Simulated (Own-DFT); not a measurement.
GaP (zincblende, strained, atoms displaced), SiC (2H silicon carbide, atoms displaced), SiC (4H silicon carbide, strained, atoms displaced), GaAs (zincblende with one plane slipped along a stacking-fault path, atoms displaced) (calculated)

Computed with Own-DFT development build. A calculation, not a measurement: plane-wave PBE density functional theory by an unreviewed code, no spin, of a simulated periodic cell, stress positive in tension, free energy of the whole cell less one offset for each atom, forces on such cells passed a denser k mesh, this cell's mesh not checked; offsets are fitted by least squares, one for each functional and potential file, so energies compare only between cells with the same atoms and settings and are not formation energies; the far tail of each file's local potential was reset to the Coulomb form; each entry is a single point on an unrelaxed cell, so the pressure reflects the starting lattice, mostly measured values (interpolated for alloys), from which strain is counted, and rises with the displacements; printed positions are rounded, which can move forces by about a meV/angstrom; the program, named Own-DFT, is a retired in-house code; no spin-orbit coupling.

Settings shared by all entries: functional PBE; potential files PseudoDojo norm-conserving, scalar-relativistic, standard set; wave cutoff 42 hartree; occupations Fermi-Dirac; smearing width 0.1 eV.

(1) GaP (zincblende, strained, atoms displaced)

```cif
# cell vector a (Å): 10.8620 0.0000 0.0000
# cell vector b (Å): 0.0000 10.8620 0.0000
# cell vector c (Å): 0.0000 0.0000 10.9361
data_GaP
_symmetry_space_group_name_H-M 'P 1'
_symmetry_Int_Tables_number 1
_cell_length_a 10.8620
_cell_length_b 10.8620
_cell_length_c 10.9361
_cell_angle_alpha 90.000
_cell_angle_beta 90.000
_cell_angle_gamma 90.000
_cell_volume 1290.27
loop_
_atom_site_label
_atom_site_type_symbol
_atom_site_fract_x
_atom_site_fract_y
_atom_site_fract_z
_atom_site_occupancy
Ga1 Ga 0.99519 0.00754 0.99927 1
Ga2 Ga 0.99638 0.24052 0.25506 1
Ga3 Ga 0.24753 0.99794 0.25195 1
Ga4 Ga 0.25017 0.24837 0.99859 1
P1 P 0.12279 0.12876 0.12755 1
P2 P 0.12718 0.37338 0.37924 1
P3 P 0.37210 0.12282 0.38004 1
P4 P 0.37554 0.37241 0.12546 1
Ga5 Ga 0.99654 0.00142 0.49615 1
Ga6 Ga 0.00621 0.24633 0.74672 1
Ga7 Ga 0.25307 0.00111 0.75952 1
Ga8 Ga 0.24679 0.25208 0.50083 1
P5 P 0.12465 0.12562 0.62335 1
P6 P 0.11915 0.37322 0.86480 1
P7 P 0.37339 0.12277 0.87382 1
P8 P 0.38450 0.37566 0.62437 1
Ga9 Ga 0.99798 0.49672 0.99872 1
Ga10 Ga 0.99650 0.75203 0.25338 1
Ga11 Ga 0.25100 0.50056 0.24971 1
Ga12 Ga 0.25539 0.74610 0.99597 1
P9 P 0.12905 0.62360 0.12397 1
P10 P 0.12445 0.88001 0.37546 1
P11 P 0.37652 0.62026 0.37870 1
P12 P 0.37285 0.87643 0.11444 1
Ga13 Ga 0.00282 0.50699 0.50475 1
Ga14 Ga 0.00778 0.75215 0.74343 1
Ga15 Ga 0.25740 0.50029 0.75040 1
Ga16 Ga 0.24375 0.75607 0.49686 1
P13 P 0.11855 0.62698 0.62841 1
P14 P 0.12894 0.87886 0.87766 1
P15 P 0.37705 0.62987 0.88373 1
P16 P 0.37865 0.87079 0.62790 1
Ga17 Ga 0.49730 0.99469 0.00425 1
Ga18 Ga 0.50062 0.25057 0.25062 1
Ga19 Ga 0.74511 0.99751 0.24757 1
Ga20 Ga 0.74994 0.26172 0.00096 1
P17 P 0.62163 0.11825 0.12250 1
P18 P 0.62980 0.38413 0.36439 1
P19 P 0.87651 0.12527 0.36437 1
P20 P 0.88269 0.37953 0.11723 1
Ga21 Ga 0.49803 0.99397 0.50372 1
Ga22 Ga 0.49971 0.24646 0.73911 1
Ga23 Ga 0.75647 0.99991 0.75138 1
Ga24 Ga 0.75354 0.24182 0.49619 1
P21 P 0.62995 0.12851 0.62558 1
P22 P 0.62887 0.37454 0.87297 1
P23 P 0.87328 0.12547 0.87443 1
P24 P 0.87493 0.36078 0.61668 1
Ga25 Ga 0.49313 0.50778 0.00842 1
Ga26 Ga 0.50376 0.75277 0.25454 1
Ga27 Ga 0.74491 0.50152 0.24261 1
Ga28 Ga 0.75065 0.75762 0.00624 1
P25 P 0.62528 0.62250 0.12580 1
P26 P 0.62259 0.88181 0.37166 1
P27 P 0.87188 0.63302 0.37641 1
P28 P 0.87001 0.87310 0.12668 1
Ga29 Ga 0.50489 0.50118 0.49904 1
Ga30 Ga 0.49660 0.75153 0.75311 1
Ga31 Ga 0.75655 0.50888 0.75157 1
Ga32 Ga 0.73843 0.75491 0.49755 1
P29 P 0.62089 0.62923 0.62887 1
P30 P 0.62179 0.87142 0.87440 1
P31 P 0.87640 0.62570 0.87859 1
P32 P 0.87258 0.87416 0.62622 1
```

Settings of this run: hardware one NVIDIA H100 and k mesh 3 x 3 x 3 centred on Gamma.

It finds free energy of cell above offsets -33.258 eV; pressure 3.64 GPa; stress xx -3.84 GPa; stress yy -3.79 GPa; stress zz -3.29 GPa; stress yz 0.15 GPa; stress xz -0.08 GPa; stress xy -0.37 GPa; wall time 508.8 s.

Force:
| element | x (eV/Å) | y (eV/Å) | z (eV/Å) |
| --- | --- | --- | --- |
| Ga | 0.307 | -0.644 | 0.326 |
| Ga | 1.086 | 2.145 | -1.059 |
| Ga | 0.487 | 0.404 | -0.654 |
| Ga | -0.348 | 0.406 | -0.253 |
| P | 0.303 | -0.518 | -0.233 |
| P | -0.682 | 0.624 | -0.637 |
| P | 0.339 | 0.175 | -0.278 |
| P | -0.349 | 0.097 | -0.07 |
| Ga | -0.063 | 0.117 | 0.522 |
| Ga | -1.103 | -0.248 | -0.193 |
| Ga | -0.383 | -0.26 | -1.396 |
| Ga | 0.611 | -0.114 | 0.373 |
| P | 0.469 | -0.835 | 0.048 |
| P | 1.132 | 0.501 | 1.046 |
| P | 1.022 | 0.676 | 0.374 |
| P | -1.017 | 0.212 | -0.498 |
| Ga | 1.129 | 0.822 | -0.73 |
| Ga | 0.529 | -0.169 | -0.445 |
| Ga | -0.019 | -0.43 | 0.175 |
| Ga | -1.338 | 0.738 | 0.689 |
| P | -0.596 | 0.288 | 0.041 |
| P | -0.451 | -0.371 | -0.282 |
| P | -0.378 | 0.964 | -0.249 |
| P | -0.302 | -0.69 | 1.993 |
| Ga | -0.923 | -1.051 | -0.71 |
| Ga | -1.026 | 0.646 | 1.5 |
| Ga | -0.315 | 0.096 | 0.073 |
| Ga | 0.602 | -0.807 | 0.501 |
| P | 1.933 | -0.32 | -0.443 |
| P | -0.713 | -0.505 | 0.116 |
| P | 0.139 | -0.943 | -1.531 |
| P | -1.096 | 0.377 | -0.046 |
| Ga | 0.45 | 0.633 | -1.212 |
| Ga | 0.029 | -0.434 | 0.14 |
| Ga | 0.395 | 0.433 | -0.265 |
| Ga | -0.057 | -1.144 | -0.023 |
| P | 0.401 | 1.169 | 0.078 |
| P | -0.436 | -1.507 | 1.353 |
| P | -1.31 | -1.341 | 1.224 |
| P | -0.848 | -0.934 | 1.89 |
| Ga | 0.233 | 0.893 | 0.084 |
| Ga | 0.349 | 0.17 | 1.541 |
| Ga | -0.778 | -0.1 | 0.137 |
| Ga | -0.572 | 0.661 | -0.837 |
| P | -0.185 | -1.258 | -0.486 |
| P | -1.119 | 0.806 | -0.244 |
| P | 0.078 | 0.745 | 0.138 |
| P | 0.4 | 1.775 | 0.861 |
| Ga | 0.837 | -1.201 | -0.596 |
| Ga | -0.783 | -0.408 | -0.683 |
| Ga | 1.775 | 0.266 | 0.022 |
| Ga | -0.592 | -1.142 | -0.928 |
| P | -0.256 | 1.266 | -0.197 |
| P | -0.112 | -0.234 | 0.53 |
| P | -0.261 | -0.896 | 0.083 |
| P | 1.05 | 0.808 | 0.178 |
| Ga | 0.288 | -0.089 | 0.044 |
| Ga | 0.263 | -0.41 | 0.108 |
| Ga | -0.318 | -1.164 | -0.56 |
| Ga | 0.569 | -0.143 | 0.371 |
| P | 0.403 | -0.302 | -0.217 |
| P | 0.548 | 0.698 | 0.162 |
| P | 0.396 | 0.999 | -0.111 |
| P | 0.182 | 0.004 | -0.652 |

(2) SiC (2H silicon carbide, atoms displaced)

```cif
# cell vector a (Å): 9.2481 0.0000 0.0000
# cell vector b (Å): -4.6241 8.0091 0.0000
# cell vector c (Å): 0.0000 0.0000 10.0681
data_SiC
_symmetry_space_group_name_H-M 'P 1'
_symmetry_Int_Tables_number 1
_cell_length_a 9.2481
_cell_length_b 9.2481
_cell_length_c 10.0681
_cell_angle_alpha 90.000
_cell_angle_beta 90.000
_cell_angle_gamma 120.000
_cell_volume 745.73
loop_
_atom_site_label
_atom_site_type_symbol
_atom_site_fract_x
_atom_site_fract_y
_atom_site_fract_z
_atom_site_occupancy
Si1 Si 0.00902 0.99119 0.99325 1
Si2 Si 0.10449 0.21024 0.25898 1
C1 C 0.98980 0.99663 0.19000 1
C2 C 0.10706 0.22797 0.43351 1
Si3 Si 0.99129 0.99538 0.48938 1
Si4 Si 0.11980 0.23039 0.75580 1
C3 C 0.00012 0.00727 0.67850 1
C4 C 0.10916 0.21105 0.93191 1
Si5 Si 0.99644 0.31793 0.99361 1
Si6 Si 0.11664 0.55921 0.24924 1
C5 C 0.00340 0.32203 0.18819 1
C6 C 0.11634 0.56602 0.43638 1
Si7 Si 0.99851 0.33090 0.50608 1
Si8 Si 0.11600 0.54130 0.75006 1
C7 C 0.00391 0.32915 0.69769 1
C8 C 0.12644 0.54386 0.93154 1
Si9 Si 0.00143 0.66792 0.00873 1
Si10 Si 0.10935 0.88328 0.25446 1
C9 C 0.00302 0.66149 0.18969 1
C10 C 0.12407 0.89698 0.43090 1
Si11 Si 0.99296 0.68408 0.49648 1
Si12 Si 0.11373 0.88863 0.76052 1
C11 C 0.98780 0.66571 0.69282 1
C12 C 0.11895 0.88605 0.94708 1
Si13 Si 0.33520 0.99573 0.99338 1
Si14 Si 0.43672 0.22076 0.25514 1
C13 C 0.33046 0.00155 0.18477 1
C14 C 0.43881 0.22412 0.44084 1
Si15 Si 0.33061 0.00160 0.49289 1
Si16 Si 0.44817 0.22537 0.74283 1
C15 C 0.32476 0.00441 0.68412 1
C16 C 0.45009 0.21550 0.93432 1
Si17 Si 0.33276 0.33936 0.00291 1
Si18 Si 0.45300 0.55728 0.25030 1
C17 C 0.33078 0.31780 0.19473 1
C18 C 0.45821 0.56493 0.42787 1
Si19 Si 0.34063 0.34435 0.49731 1
Si20 Si 0.44507 0.55087 0.74455 1
C19 C 0.33078 0.33561 0.68576 1
C20 C 0.45419 0.54969 0.93741 1
Si21 Si 0.32942 0.67735 0.00099 1
Si22 Si 0.45339 0.89938 0.25221 1
C21 C 0.33148 0.66674 0.19234 1
C22 C 0.43072 0.88478 0.42180 1
Si23 Si 0.33933 0.66815 0.50262 1
Si24 Si 0.44811 0.88719 0.74840 1
C23 C 0.32493 0.66071 0.68791 1
C24 C 0.44358 0.88183 0.93336 1
Si25 Si 0.67453 0.00579 0.00928 1
Si26 Si 0.77624 0.22909 0.25050 1
C25 C 0.67271 0.00267 0.17724 1
C26 C 0.77880 0.22705 0.43755 1
Si27 Si 0.66330 0.99908 0.50340 1
Si28 Si 0.78088 0.22290 0.74393 1
C27 C 0.66095 0.99975 0.69113 1
C28 C 0.78461 0.21835 0.95858 1
Si29 Si 0.66328 0.32941 0.99592 1
Si30 Si 0.77351 0.55203 0.25341 1
C29 C 0.66110 0.32633 0.18009 1
C30 C 0.77870 0.55818 0.43800 1
Si31 Si 0.66971 0.33303 0.50018 1
Si32 Si 0.79517 0.56356 0.75169 1
C31 C 0.66326 0.33335 0.68970 1
C32 C 0.78246 0.55432 0.93254 1
Si33 Si 0.66860 0.66652 0.99249 1
Si34 Si 0.77599 0.88737 0.25702 1
C33 C 0.68386 0.67477 0.18439 1
C34 C 0.77735 0.88788 0.42867 1
Si35 Si 0.67777 0.66267 0.51295 1
Si36 Si 0.77320 0.88662 0.74033 1
C35 C 0.67413 0.66436 0.69716 1
C36 C 0.77612 0.88913 0.94239 1
```

It was run with hardware one NVIDIA H100 and k mesh 4 x 4 x 3 centred on Gamma.

It finds free energy of cell above offsets -3.036 eV; pressure 6.26 GPa; stress xx -5.15 GPa; stress yy -4.14 GPa; stress zz -9.49 GPa; stress yz 0.65 GPa; stress xz 0.32 GPa; stress xy -1.88 GPa; wall time 353.3 s.

Force:
| element | x (eV/Å) | y (eV/Å) | z (eV/Å) |
| --- | --- | --- | --- |
| Si | -3.25 | 0.874 | 2.127 |
| Si | 0.083 | 1.243 | -2.801 |
| C | 2.334 | -0.612 | -0.325 |
| C | 1.214 | -0.678 | 2.712 |
| Si | 1.814 | 2.151 | 1.179 |
| Si | 0.1 | -2.493 | -2.047 |
| C | 0.253 | -0.937 | 1.329 |
| C | 0.931 | 0.565 | 1.738 |
| Si | 1.943 | 2.115 | 2.519 |
| Si | 0.269 | -2.166 | 0.547 |
| C | -1.236 | 1.761 | -0.232 |
| C | -0.68 | -1.107 | 1.511 |
| Si | 0.015 | 1.8 | -1.251 |
| Si | -2.774 | 2.329 | 0.359 |
| C | -1.139 | -0.484 | -2.176 |
| C | -3.007 | 0.051 | 1.173 |
| Si | 0.759 | -1.917 | -1.668 |
| Si | -0.306 | 0.859 | -2.873 |
| C | -1.175 | 0.148 | 0.676 |
| C | -3.423 | -0.733 | 1.311 |
| Si | 3.795 | -1.812 | 1.241 |
| Si | -1.289 | -0.105 | -2.172 |
| C | 5.608 | 2.54 | -2.411 |
| C | -0.408 | -0.956 | -1.648 |
| Si | 1.203 | 1.328 | 1.677 |
| Si | 2.59 | -1.08 | -1.015 |
| C | 0.697 | -0.502 | 0.36 |
| C | 1.544 | 0.387 | -0.159 |
| Si | 1.05 | 0.424 | 1.572 |
| Si | -1.152 | -0.708 | 1.498 |
| C | 2.068 | -0.978 | 0.012 |
| C | -1.852 | 0.503 | -0.677 |
| Si | 1.386 | -2.094 | 0.213 |
| Si | -0.402 | -0.179 | -2.293 |
| C | -2.619 | 2.907 | -1.377 |
| C | -0.223 | -0.263 | 3.729 |
| Si | -1.454 | -0.841 | -0.228 |
| Si | -0.042 | 0.772 | 1.869 |
| C | 1.143 | 0.194 | -0.583 |
| C | -2.261 | 0.958 | -0.53 |
| Si | 3.009 | -2.506 | 1.032 |
| Si | -0.522 | -1.044 | -4.196 |
| C | 1.554 | 1.009 | -1.242 |
| C | 2.01 | 1.048 | 5.6 |
| Si | -1.187 | -0.174 | -1.945 |
| Si | -2.608 | -0.309 | 0.314 |
| C | 2.523 | 1.332 | -0.75 |
| C | 0.318 | 2.117 | 0.267 |
| Si | -0.225 | -2.131 | -3.823 |
| Si | 1.859 | -0.897 | -1.331 |
| C | -0.928 | -0.366 | 6.174 |
| C | 0.119 | -1.07 | 0.711 |
| Si | -0.556 | 0.018 | -1.784 |
| Si | -0.816 | -0.087 | 2.491 |
| C | 1.05 | -0.04 | -1.49 |
| C | -2.769 | 0.615 | -4.45 |
| Si | 1.105 | 0.534 | 0.243 |
| Si | 0.762 | -0.177 | -1.702 |
| C | -0.829 | 1.267 | 2.289 |
| C | 0.226 | -0.859 | 0.058 |
| Si | -1.08 | 0.222 | 0.34 |
| Si | -4.073 | -3.358 | 1.513 |
| C | 1.964 | 0.898 | -0.9 |
| C | 0.369 | 0.128 | 1.597 |
| Si | 0.954 | 0.25 | 1.228 |
| Si | -0.314 | 0.165 | -4.39 |
| C | -1.858 | -1.444 | 0.061 |
| C | -0.92 | -0.574 | 4.398 |
| Si | -2.432 | 0.828 | -2.18 |
| Si | 1.288 | 1.303 | 2.566 |
| C | -1.251 | -0.076 | -1.562 |
| C | 1.155 | 0.114 | -2.022 |

(3) SiC (4H silicon carbide, strained, atoms displaced)

```cif
# cell vector a (Å): 9.4006 -0.0705 -0.0902
# cell vector b (Å): -4.7614 8.1666 0.0495
# cell vector c (Å): -0.0982 0.0055 9.9865
data_SiC
_symmetry_space_group_name_H-M 'P 1'
_symmetry_Int_Tables_number 1
_cell_length_a 9.4013
_cell_length_b 9.4534
_cell_length_c 9.9870
_cell_angle_alpha 89.389
_cell_angle_beta 91.113
_cell_angle_gamma 120.675
_cell_volume 763.25
loop_
_atom_site_label
_atom_site_type_symbol
_atom_site_fract_x
_atom_site_fract_y
_atom_site_fract_z
_atom_site_occupancy
Si1 Si 0.01005 0.99555 0.40246 1
Si2 Si 0.11068 0.21588 0.16079 1
C1 C 0.98702 0.99337 0.09333 1
C2 C 0.11765 0.21572 0.34755 1
Si3 Si 0.00295 0.33655 0.40195 1
Si4 Si 0.11312 0.55786 0.16077 1
C3 C 0.99642 0.32611 0.09900 1
C4 C 0.10535 0.55102 0.33944 1
Si5 Si 0.00201 0.66854 0.40669 1
Si6 Si 0.11206 0.88583 0.15728 1
C5 C 0.99897 0.67290 0.09848 1
C6 C 0.11798 0.90128 0.34461 1
Si7 Si 0.32736 0.99368 0.40554 1
Si8 Si 0.43830 0.21547 0.15483 1
C7 C 0.33666 0.00418 0.09430 1
C8 C 0.44714 0.22475 0.34477 1
Si9 Si 0.33467 0.33644 0.40927 1
Si10 Si 0.43791 0.55908 0.16356 1
C9 C 0.32944 0.33214 0.10098 1
C10 C 0.44359 0.55295 0.33894 1
Si11 Si 0.32180 0.66590 0.41318 1
Si12 Si 0.44738 0.89567 0.15237 1
C11 C 0.33492 0.66973 0.09605 1
C12 C 0.44765 0.89006 0.34045 1
Si13 Si 0.66953 0.00260 0.41208 1
Si14 Si 0.77750 0.21799 0.15401 1
C13 C 0.66433 0.00182 0.08886 1
C14 C 0.77568 0.21664 0.34698 1
Si15 Si 0.66266 0.33238 0.41164 1
Si16 Si 0.77312 0.55065 0.15299 1
C15 C 0.66201 0.32961 0.09237 1
C16 C 0.77393 0.55187 0.33740 1
Si17 Si 0.66403 0.66535 0.40950 1
Si18 Si 0.76907 0.89144 0.14658 1
C17 C 0.67868 0.67008 0.09943 1
C18 C 0.77841 0.89729 0.34432 1
Si19 Si 0.00202 0.00883 0.91589 1
Si20 Si 0.88427 0.77557 0.65035 1
C19 C 0.00151 0.00366 0.58433 1
C20 C 0.89023 0.77396 0.84074 1
Si21 Si 0.99013 0.67027 0.90938 1
Si22 Si 0.88904 0.45280 0.64959 1
C21 C 0.00265 0.66806 0.58867 1
C22 C 0.89070 0.43543 0.84420 1
Si23 Si 0.00197 0.32780 0.90130 1
Si24 Si 0.88993 0.10731 0.66725 1
C23 C 0.00475 0.33077 0.60066 1
C24 C 0.89117 0.11300 0.84860 1
Si25 Si 0.67389 0.99376 0.90439 1
Si26 Si 0.55436 0.77585 0.65997 1
C25 C 0.66905 0.99628 0.59239 1
C26 C 0.55867 0.77369 0.85380 1
Si27 Si 0.67689 0.66910 0.90459 1
Si28 Si 0.55543 0.45203 0.65534 1
C27 C 0.66483 0.66385 0.59177 1
C28 C 0.55892 0.44461 0.84138 1
Si29 Si 0.65712 0.32778 0.91258 1
Si30 Si 0.55258 0.11117 0.65558 1
C29 C 0.66846 0.33711 0.59325 1
C30 C 0.56269 0.11527 0.83680 1
Si31 Si 0.32308 0.00016 0.90853 1
Si32 Si 0.22341 0.78212 0.65808 1
C31 C 0.33883 0.99890 0.59762 1
C32 C 0.22633 0.78294 0.84250 1
Si33 Si 0.33885 0.66836 0.90096 1
Si34 Si 0.21938 0.45123 0.65756 1
C33 C 0.31831 0.66848 0.59148 1
C34 C 0.22879 0.44550 0.84125 1
Si35 Si 0.34269 0.33427 0.89941 1
Si36 Si 0.21643 0.11054 0.65825 1
C35 C 0.31717 0.33493 0.59251 1
C36 C 0.21819 0.10983 0.83786 1
```

Settings of this run: hardware one NVIDIA H100 and k mesh 4 x 4 x 3 centred on Gamma.

The calculation gives: free energy of cell above offsets -6.486 eV; pressure 0.12 GPa; stress xx 5.28 GPa; stress yy 4.81 GPa; stress zz -10.46 GPa; stress yz 0.19 GPa; stress xz -3.35 GPa; stress xy -3.04 GPa; wall time 357 s.

Force:
| element | x (eV/Å) | y (eV/Å) | z (eV/Å) |
| --- | --- | --- | --- |
| Si | -3.766 | 1.458 | 0.002 |
| Si | -0.651 | 0.439 | -0.311 |
| C | 1.915 | 0.919 | 1.179 |
| C | -1.384 | 0.868 | -0.483 |
| Si | 0.36 | -2.202 | 1.296 |
| Si | -0.304 | -0.574 | -2.601 |
| C | 0.58 | 1.005 | -0.932 |
| C | -0.081 | 1.149 | 2.08 |
| Si | -0.89 | -0.459 | -1.748 |
| Si | -1.063 | 1.015 | -0.191 |
| C | 0.77 | -1.4 | -0.479 |
| C | 0.79 | -3.193 | -0.733 |
| Si | 2.207 | 2.132 | 0.476 |
| Si | -0.03 | 2.138 | 1.158 |
| C | -0.985 | -1.116 | -0.259 |
| C | -0.636 | -0.947 | 0.545 |
| Si | 0.485 | -0.539 | -1.136 |
| Si | 1.703 | -0.509 | -2.732 |
| C | 0.669 | 0.011 | -1.937 |
| C | -0.98 | 0.633 | 3.754 |
| Si | 1.844 | 0.435 | -2.992 |
| Si | 0.208 | -1.134 | 0.448 |
| C | -0.518 | 0.236 | -0.767 |
| C | -1.001 | -0.328 | 1.09 |
| Si | 0.313 | -0.519 | -1.679 |
| Si | -0.585 | 0.609 | 0.797 |
| C | -0.085 | -0.137 | -0.027 |
| C | -0.416 | 1.191 | -0.254 |
| Si | 0.94 | 0.052 | -1.97 |
| Si | 0.445 | 0.358 | 0.641 |
| C | 0.151 | -0.179 | 1.102 |
| C | 0.287 | 0.541 | 2.172 |
| Si | 0.169 | 0.739 | -2.75 |
| Si | 1.073 | -0.957 | 2.765 |
| C | -2.464 | -0.427 | -1.663 |
| C | 0.885 | -1.27 | -0.357 |
| Si | 0.741 | -1.209 | -2.41 |
| Si | 1.211 | 1.005 | 0.124 |
| C | -0.095 | -1.336 | 2.546 |
| C | -1.204 | 1.85 | -0.304 |
| Si | 3.405 | -1.831 | -0.441 |
| Si | 1.39 | -1.834 | 1.636 |
| C | -0.75 | 0.758 | 0.938 |
| C | -1.627 | 1.698 | 0.228 |
| Si | -0.294 | 1.986 | 1.551 |
| Si | -0.031 | 0.579 | -3.29 |
| C | -2.116 | 0.252 | -1.315 |
| C | 0.692 | -1.294 | 0.169 |
| Si | -2.541 | 1.429 | -0.244 |
| Si | -0.428 | 0.294 | -0.779 |
| C | -0.673 | 0.248 | 2.313 |
| C | 0.481 | 0.264 | -1.883 |
| Si | -0.851 | -1.074 | 1.313 |
| Si | 0.043 | -2.2 | -0.477 |
| C | -0.847 | 0.642 | 0.951 |
| C | 0.132 | 0.503 | 0.599 |
| Si | 2.219 | 0.196 | -2.615 |
| Si | 1.559 | 0.619 | -0.442 |
| C | -0.988 | -0.13 | 0.62 |
| C | -0.785 | -1.184 | 2.367 |
| Si | 2.251 | 0.074 | -1.557 |
| Si | -0.677 | 0.159 | -0.021 |
| C | -2.045 | 0.261 | -1.11 |
| C | -0.62 | -0.749 | 1.165 |
| Si | -1.341 | -0.523 | 1.617 |
| Si | 0.324 | -0.688 | -0.497 |
| C | 2.242 | -0.004 | 1.859 |
| C | -0.154 | 0.043 | 0.996 |
| Si | -1.627 | 0.146 | 1.535 |
| Si | 0.697 | 0.158 | -2.142 |
| C | 2.492 | 0.486 | 1.003 |
| C | -0.138 | 0.368 | 2.493 |

(4) GaAs (zincblende with one plane slipped along a stacking-fault path, atoms displaced)

```cif
# cell vector a (Å): 5.6533 -5.6533 0.0000
# cell vector b (Å): 0.0000 5.6533 -5.6533
# cell vector c (Å): 12.0604 12.0604 9.7991
data_GaAs
_symmetry_space_group_name_H-M 'P 1'
_symmetry_Int_Tables_number 1
_cell_length_a 7.9950
_cell_length_b 7.9950
_cell_length_c 19.6705
_cell_angle_alpha 85.337
_cell_angle_beta 90.000
_cell_angle_gamma 120.000
_cell_volume 1084.07
loop_
_atom_site_label
_atom_site_type_symbol
_atom_site_fract_x
_atom_site_fract_y
_atom_site_fract_z
_atom_site_occupancy
Ga1 Ga 0.99854 0.99755 0.99710 1
As1 As 0.98261 0.97127 0.12651 1
Ga2 Ga 0.15656 0.29470 0.16506 1
As2 As 0.12429 0.25876 0.29204 1
Ga3 Ga 0.29336 0.07761 0.33601 1
As3 As 0.27350 0.03938 0.45942 1
Ga4 Ga 0.06710 0.13324 0.50060 1
As4 As 0.05141 0.10176 0.62601 1
Ga5 Ga 0.21407 0.42693 0.66562 1
As5 As 0.19101 0.38561 0.79285 1
Ga6 Ga 0.34965 0.20675 0.83328 1
As6 As 0.34627 0.18422 0.96086 1
Ga7 Ga 0.00346 0.49481 0.00049 1
As7 As 0.98435 0.46615 0.12474 1
Ga8 Ga 0.14886 0.78994 0.16525 1
As8 As 0.12684 0.75151 0.29141 1
Ga9 Ga 0.28947 0.57890 0.33184 1
As9 As 0.27346 0.54526 0.46168 1
Ga10 Ga 0.06309 0.63367 0.49985 1
As10 As 0.05452 0.60286 0.62873 1
Ga11 Ga 0.20179 0.91971 0.66741 1
As11 As 0.18315 0.88170 0.79086 1
Ga12 Ga 0.35725 0.71325 0.83242 1
As12 As 0.33379 0.67614 0.96032 1
Ga13 Ga 0.50001 0.99530 0.99938 1
As13 As 0.48207 0.96409 0.12335 1
Ga14 Ga 0.64042 0.28336 0.16655 1
As14 As 0.62793 0.25645 0.29078 1
Ga15 Ga 0.79109 0.07463 0.33638 1
As15 As 0.77223 0.03991 0.45980 1
Ga16 Ga 0.56651 0.13964 0.49864 1
As16 As 0.54800 0.09397 0.62735 1
Ga17 Ga 0.71486 0.42901 0.66883 1
As17 As 0.69448 0.39023 0.79221 1
Ga18 Ga 0.85564 0.21620 0.82946 1
As18 As 0.84410 0.17468 0.96159 1
Ga19 Ga 0.49638 0.49798 0.99826 1
As19 As 0.48701 0.46738 0.12623 1
Ga20 Ga 0.64004 0.78637 0.16698 1
As20 As 0.63287 0.75261 0.29150 1
Ga21 Ga 0.78997 0.57899 0.33285 1
As21 As 0.76931 0.54993 0.45538 1
Ga22 Ga 0.56846 0.63989 0.49849 1
As22 As 0.54934 0.59997 0.62220 1
Ga23 Ga 0.71021 0.91840 0.66420 1
As23 As 0.69753 0.89519 0.79251 1
Ga24 Ga 0.86445 0.71432 0.83276 1
As24 As 0.83939 0.67956 0.95823 1
```

Settings of this run: k mesh 4 x 4 x 2 centred on Gamma.

## Withheld values
1. GaAs (zincblende with one plane slipped along a stacking-fault path, atoms displaced) (entry 4): pressure?

## Answers
1. 4.41 GPa

Further results for GaAs (zincblende with one plane slipped along a stacking-fault path, atoms displaced) (entry 4):

- free energy of cell above offsets: -16.641 eV
- stress xx: -5.59 GPa
- stress yy: -5.29 GPa
- stress zz: -2.35 GPa
- stress yz: 0.13 GPa
- stress xz: 0.37 GPa
- stress xy: 0.87 GPa

Force:
| element | x (eV/Å) | y (eV/Å) | z (eV/Å) |
| --- | --- | --- | --- |
| Ga | 0.98 | 0.154 | 0.376 |
| As | -0.23 | -0.601 | 0.038 |
| Ga | -0.326 | 0.658 | 0.421 |
| As | 0.248 | -0.676 | 0.231 |
| Ga | -0.696 | -0.027 | -0.339 |
| As | -2.017 | -0.8 | 1.308 |
| Ga | 1.752 | 1.08 | -1.194 |
| As | -0.228 | 0.108 | -0.209 |
| Ga | 0.319 | 0.041 | 0.444 |
| As | 0.129 | -0.304 | -0.605 |
| Ga | 0.335 | -0.006 | 0.173 |
| As | -0.853 | -0.637 | 0.399 |
| Ga | -0.333 | 0.696 | -0.039 |
| As | 0.057 | 0.088 | 0.173 |
| Ga | -0.315 | 0.447 | 0.109 |
| As | 0.146 | 0.15 | -0.485 |
| Ga | 0.484 | 0.167 | 0.275 |
| As | -2.373 | -1.561 | 0.976 |
| Ga | 1.47 | 1.583 | -0.851 |
| As | -0.888 | -0.223 | -0.262 |
| Ga | 0.501 | -0.269 | -0.357 |
| As | 1.086 | -0.484 | -0.578 |
| Ga | 0.068 | 0.173 | 0.216 |
| As | -0.14 | -0.676 | -0.433 |
| Ga | 0.23 | 0.125 | -0.306 |
| As | 0.216 | 0.073 | 0.026 |
| Ga | 0.247 | -0.22 | -0.125 |
| As | 0.298 | -0.122 | 0.385 |
| Ga | -0.529 | -0.058 | -0.349 |
| As | -1.592 | -0.781 | 1.174 |
| Ga | 2.355 | 1.106 | -0.877 |
| As | -0.198 | 0.349 | -0.699 |
| Ga | -0.435 | -0.399 | 0.228 |
| As | -0.261 | 0.454 | -0.002 |
| Ga | 0.554 | 0.536 | 0.656 |
| As | -1.12 | -0.151 | -0.714 |
| Ga | 0.726 | 0.465 | -0.27 |
| As | -0.141 | -0.517 | -0.435 |
| Ga | 0.339 | -0.045 | -0.221 |
| As | -0.282 | 0.565 | -0.244 |
| Ga | -0.111 | -0.487 | 0.021 |
| As | -0.783 | -1.567 | 1.468 |
| Ga | 1.708 | 1.382 | -1.202 |
| As | 0.403 | -0.014 | 0.254 |
| Ga | 0.373 | 0.355 | 0.219 |
| As | -0.374 | -0.632 | 0.218 |
| Ga | -0.715 | 0.971 | 0.598 |
| As | -0.082 | -0.468 | 0.414 |
